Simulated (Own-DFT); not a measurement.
# Biaxial strain at fixed height in wurtzite AlGaN with randomly placed atoms, 72 atoms (Al27Ga9N36)

No measurement is shown. These are fixed-geometry runs of a retired plane-wave code named Own-DFT, which no person has reviewed; spin and spin-orbit coupling are neglected.

Settings: PBE; PseudoDojo norm-conserving scalar-relativistic files; cutoff 42 hartree; 4 x 4 x 3 k mesh centred on Gamma; Fermi-Dirac smearing of 0.1 eV.

Known weak points: forces on such cells passed a denser k mesh, each cell not checked; stress not checked against mesh or cutoff.

Unstrained cell vectors in Å: (9.394, 0.000, 0.000); (-4.697, 8.135, 0.000); (0.000, 0.000, 10.066). The unstrained cell has measured lattice constants (interpolated for alloys), not those of this functional. That, the random moves and any unrelaxed bonds set the pressure at no strain. Each run strains x and y alike by e, as a substrate would, and holds the height along z. Random moves of width 0.05 Å per axis were added to every atom. The random placing of the alloy's atoms differs from row to row. Stress is positive in tension.

| e (%) | u (Å) | (s_xx + s_yy)/2 (GPa) | s_zz (GPa) |
|---|---|---|---|
| -2.50 | 0.049 | -22.93 | -10.87 |
| -2.25 | 0.047 | -23.13 | -7.30 |
| -2.00 | 0.050 | -19.98 | -8.94 |
| -1.75 | 0.046 | ? | ? |
| -1.25 | 0.049 | -14.37 | -7.78 |
| -0.25 | 0.051 | -7.50 | -7.74 |
| 1.00 | 0.050 | -1.02 | -4.94 |
| 1.75 | 0.051 | 2.67 | -4.46 |
| 2.25 | 0.049 | 5.12 | -4.79 |
| 2.50 | 0.048 | 6.19 | -2.64 |

## Working it out

With e as a fraction, the in-plane stress is -6.4 + 599 e - 4009 e² GPa (errors 12 and 1033, scatter 0.67), and s_zz is -6.5 + 118 e GPa (slope ± 19, scatter 1.09). At e = 0 the first slope is C11 + C12 and the second 2 C13, both with the ions held to the strained lattice and at the cell's own pressure. The term in e² is negative: the layer stiffens under compression and softens under tension. A free layer would change its height as e changes, and the in-plane slope would drop by 2 C13²/C33 to the biaxial modulus. At fixed height, a misfit of 1 % moves the in-plane stress by about 6.0 GPa and s_zz by 1.2 GPa.

## Check

Question: what are the two stresses at e = -1.75 %?

The fitted form gives -18.1 and -8.6 GPa. The calculation gave -16.94 and -9.03 GPa.
